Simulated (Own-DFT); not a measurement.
# Computed records: SiC (twinned 3C silicon carbide, atoms displaced), GaAs (zincblende with one plane slipped along a stacking-fault path, atoms displaced)

All values are calculated (Own-DFT development build). A calculation, not a measurement: plane-wave PBE density functional theory by an unreviewed code, no spin, of a simulated periodic cell, stress positive in tension, free energy of the whole cell less one offset for each atom, forces on such cells passed a denser k mesh, this cell's mesh not checked; offsets are fitted by least squares, one for each functional and potential file, so energies compare only between cells with the same atoms and settings and are not formation energies; the far tail of each file's local potential was reset to the Coulomb form; each entry is a single point on an unrelaxed cell, so the pressure reflects the starting lattice, mostly measured values (interpolated for alloys), from which strain is counted, and rises with the displacements; printed positions are rounded, which can move forces by about a meV/angstrom; the program, named Own-DFT, is a retired in-house code; no spin-orbit coupling.

Settings shared by all entries: functional PBE; potential files PseudoDojo norm-conserving, scalar-relativistic, standard set; wave cutoff 42 hartree; occupations Fermi-Dirac; smearing width 0.1 eV.

(1) SiC (twinned 3C silicon carbide, atoms displaced)

```
SiC
1.0
      4.3596    -4.3596     0.0000
      0.0000     4.3596    -4.3596
      8.7192     8.7192     8.7192
Si C Si C Si C Si C Si C Si C Si C Si C Si C Si C Si C Si C Si C Si C Si C Si C Si C Si C Si C Si C Si C Si C Si C Si C
1 1 1 1 1 1 1 1 1 1 1 1 1 1 1 1 1 1 1 1 1 1 1 1 1 1 1 1 1 1 1 1 1 1 1 1 1 1 1 1 1 1 1 1 1 1 1 1
Direct
  0.96176 0.97727 0.43482
  0.99874 0.00211 0.07214
  0.15371 0.30764 0.10183
  0.20497 0.34325 0.22763
  0.29113 0.16756 0.27138
  0.31085 0.17029 0.39506
  0.97423 0.47607 0.43850
  0.99881 0.52133 0.06548
  0.17092 0.83071 0.11032
  0.16315 0.85151 0.22916
  0.35638 0.70975 0.27714
  0.35879 0.67262 0.40391
  0.46897 0.98712 0.42988
  0.48995 0.98723 0.06243
  0.67388 0.34866 0.09749
  0.67435 0.34210 0.23244
  0.85870 0.17428 0.26132
  0.79296 0.14034 0.40327
  0.46936 0.46483 0.43010
  0.52432 0.49669 0.06309
  0.65582 0.83203 0.10259
  0.66229 0.83824 0.22501
  0.83528 0.66993 0.26052
  0.83299 0.66112 0.40005
  0.99890 0.97543 0.92976
  0.99978 0.96905 0.56425
  0.82690 0.65426 0.60966
  0.88006 0.67859 0.72454
  0.66657 0.79959 0.76803
  0.66955 0.83804 0.90230
  0.02041 0.49627 0.92368
  0.99550 0.50826 0.56439
  0.84202 0.18264 0.59626
  0.83707 0.12370 0.72597
  0.64754 0.30699 0.76674
  0.69877 0.38780 0.89628
  0.48937 0.95140 0.92672
  0.47731 0.99388 0.56295
  0.31417 0.65711 0.60625
  0.34822 0.69396 0.72945
  0.18586 0.83763 0.77721
  0.17063 0.83411 0.89015
  0.50784 0.46954 0.94767
  0.49686 0.48080 0.55078
  0.32475 0.15657 0.60117
  0.33055 0.16069 0.74449
  0.18593 0.34948 0.75872
  0.15129 0.31969 0.88373
```

It was run with k mesh 5 x 5 x 2 centred on Gamma.

Results for SiC (twinned 3C silicon carbide, atoms displaced): free energy of cell above offsets 8.010 eV; pressure 11.02 GPa; stress xx -9.82 GPa; stress yy -13.42 GPa; stress zz -9.81 GPa; stress yz 4.09 GPa; stress xz -0.35 GPa; stress xy 1.73 GPa.

Force:
```
element  x (eV/Å)  y (eV/Å)  z (eV/Å)
     Si     2.875     0.572     0.714
      C    -3.022    -3.604     0.934
     Si     2.869     2.696    -4.227
      C    -5.528     6.461    -6.232
     Si     7.352    -5.997     4.252
      C    -4.038    -3.021     3.136
     Si     1.255    -0.023    -1.374
      C     0.132    -4.309     0.994
     Si    -0.859      -0.2    -2.117
      C      1.38     -0.86     1.529
     Si    -1.776    -1.025     1.863
      C    -5.454      0.14    -0.002
     Si      2.17     3.351      0.97
      C    -0.334     -0.28    -1.829
     Si     2.564    -2.007      5.21
      C    -1.616    -1.675     0.375
     Si     -0.65      3.08     0.345
      C     1.028    -2.244    -3.196
     Si     5.503     1.516    -3.136
      C    -3.283     4.999    -0.782
     Si     0.318    -0.942    -0.053
      C     1.387    -0.258    -0.219
     Si     0.871     2.158     2.406
      C    -3.133    -1.709    -0.143
     Si     1.264     3.953    -1.256
      C    -1.592     2.157    -3.003
     Si    -2.419    -0.788    -1.963
      C    -2.228     2.372     3.945
     Si     2.516     0.402    -1.218
      C    -0.472    -7.057     1.621
     Si     0.776     3.788      1.74
      C    -0.452     -1.63     0.598
     Si    -0.943    -0.738     4.636
      C    -0.184      2.42    -3.297
     Si     5.334    -1.255    -1.129
      C    -2.216    -5.335     2.203
     Si     2.093     7.961    -1.925
      C     1.154    -2.508    -0.317
     Si     1.051    -2.104    -2.586
      C    -0.637    -2.761     2.091
     Si    -2.952    -0.867    -2.144
      C       1.7    -0.262     2.491
     Si    -3.626     2.302    -3.504
      C     2.014     3.772     2.088
     Si     0.339     0.763     0.118
      C     -2.62    -1.929    -3.084
     Si    -0.946     1.895     2.962
      C     3.039     -1.37     1.518
```

(2) GaAs (zincblende with one plane slipped along a stacking-fault path, atoms displaced)

```
GaAs
1.0
      5.6533    -5.6533     0.0000
      0.0000     5.6533    -5.6533
     12.2488    12.2488     9.4222
Ga As Ga As Ga As Ga As Ga As Ga As Ga As Ga As Ga As Ga As Ga As Ga As Ga As Ga As Ga As Ga As Ga As Ga As Ga As Ga As Ga As Ga As Ga As Ga As
1 1 1 1 1 1 1 1 1 1 1 1 1 1 1 1 1 1 1 1 1 1 1 1 1 1 1 1 1 1 1 1 1 1 1 1 1 1 1 1 1 1 1 1 1 1 1 1
Direct
  0.99810 0.01110 0.00198
  0.97427 0.95745 0.13283
  0.13664 0.28212 0.16979
  0.12359 0.24296 0.29875
  0.27821 0.05421 0.33567
  0.25163 0.01203 0.46259
  0.07721 0.15079 0.50193
  0.07047 0.12117 0.62314
  0.21503 0.45223 0.66524
  0.20281 0.40351 0.79322
  0.34887 0.21371 0.83711
  0.34268 0.16898 0.95971
  0.01223 0.50914 0.00256
  0.97447 0.46256 0.12900
  0.14706 0.77087 0.16773
  0.12218 0.73237 0.28842
  0.27833 0.54229 0.33283
  0.25219 0.50692 0.46146
  0.08378 0.65532 0.50399
  0.05876 0.62054 0.62583
  0.20725 0.93776 0.67209
  0.18686 0.90484 0.78745
  0.35464 0.72463 0.83365
  0.33151 0.67376 0.95433
  0.49137 0.99189 0.00095
  0.49220 0.96021 0.11994
  0.62953 0.27762 0.16705
  0.62880 0.23475 0.29467
  0.77112 0.05620 0.33300
  0.76614 0.00726 0.45767
  0.59214 0.17951 0.50090
  0.55663 0.13806 0.62736
  0.70652 0.42571 0.66612
  0.70095 0.39885 0.79392
  0.87064 0.22612 0.83141
  0.85489 0.19503 0.95527
  0.49882 0.50845 0.00842
  0.46122 0.44956 0.12403
  0.64100 0.76962 0.16545
  0.63508 0.74693 0.28914
  0.76156 0.53175 0.33610
  0.76975 0.50250 0.45210
  0.58999 0.66947 0.49989
  0.56562 0.63168 0.62311
  0.71035 0.94548 0.66185
  0.70534 0.90375 0.79333
  0.86325 0.72336 0.83556
  0.84291 0.67446 0.96005
```

It was run with hardware one NVIDIA H100 and k mesh 4 x 4 x 2 centred on Gamma.

It finds free energy of cell above offsets -16.759 eV; pressure 4.23 GPa; stress xx -4.24 GPa; stress yy -4.05 GPa; stress zz -4.42 GPa; stress yz 0.15 GPa; stress xz -0.62 GPa; stress xy -1.06 GPa; wall time 774.6 s.

Force:
```
element  x (eV/Å)  y (eV/Å)  z (eV/Å)
     Ga     0.346    -0.501     0.723
     As     0.131     -1.35    -0.666
     Ga    -0.235     0.772     0.746
     As     -1.55    -1.485     0.723
     Ga         0    -0.322     0.383
     As     0.343    -1.335     0.197
     Ga     0.266     0.308    -0.899
     As    -0.335      1.57    -0.002
     Ga     0.788    -0.979     0.817
     As    -0.078     -0.46    -0.673
     Ga     0.335    -0.519     -0.49
     As    -0.024     1.417      -0.6
     Ga     -0.48     0.348     0.705
     As    -0.537    -0.713     0.196
     Ga     0.073     0.319    -1.183
     As     0.525     0.844      0.76
     Ga     1.399     1.336      -1.6
     As     0.201    -0.853    -0.113
     Ga    -0.194    -0.069    -0.835
     As    -0.427      1.06     -0.04
     Ga    -0.678    -1.525    -0.873
     As     1.846     0.483     1.114
     Ga    -0.296    -0.548    -0.773
     As     1.412     0.206     0.018
     Ga     0.133    -1.456    -0.649
     As     0.439     1.045     0.856
     Ga     0.139    -0.267     0.258
     As    -2.146     0.127    -0.119
     Ga      1.14    -0.795     0.501
     As    -0.709     1.022    -0.245
     Ga      -0.5    -0.516      1.24
     As    -1.617    -1.569     1.608
     Ga     1.939     1.733    -1.505
     As    -0.503     0.134    -0.132
     Ga    -0.349     0.322     0.235
     As    -0.496     0.811     0.661
     Ga    -1.446    -2.089        -1
     As      1.49     0.589     0.615
     Ga     -0.29     0.442     0.062
     As    -0.516      0.18     1.212
     Ga     0.184     -0.46    -2.448
     As     1.084     2.103    -0.037
     Ga    -0.543    -0.719     0.478
     As    -0.154     0.014     0.825
     Ga     1.246     0.169    -0.109
     As    -0.807    -0.009    -0.161
     Ga    -0.628     0.147     0.531
     As      0.08     1.039     -0.31
```
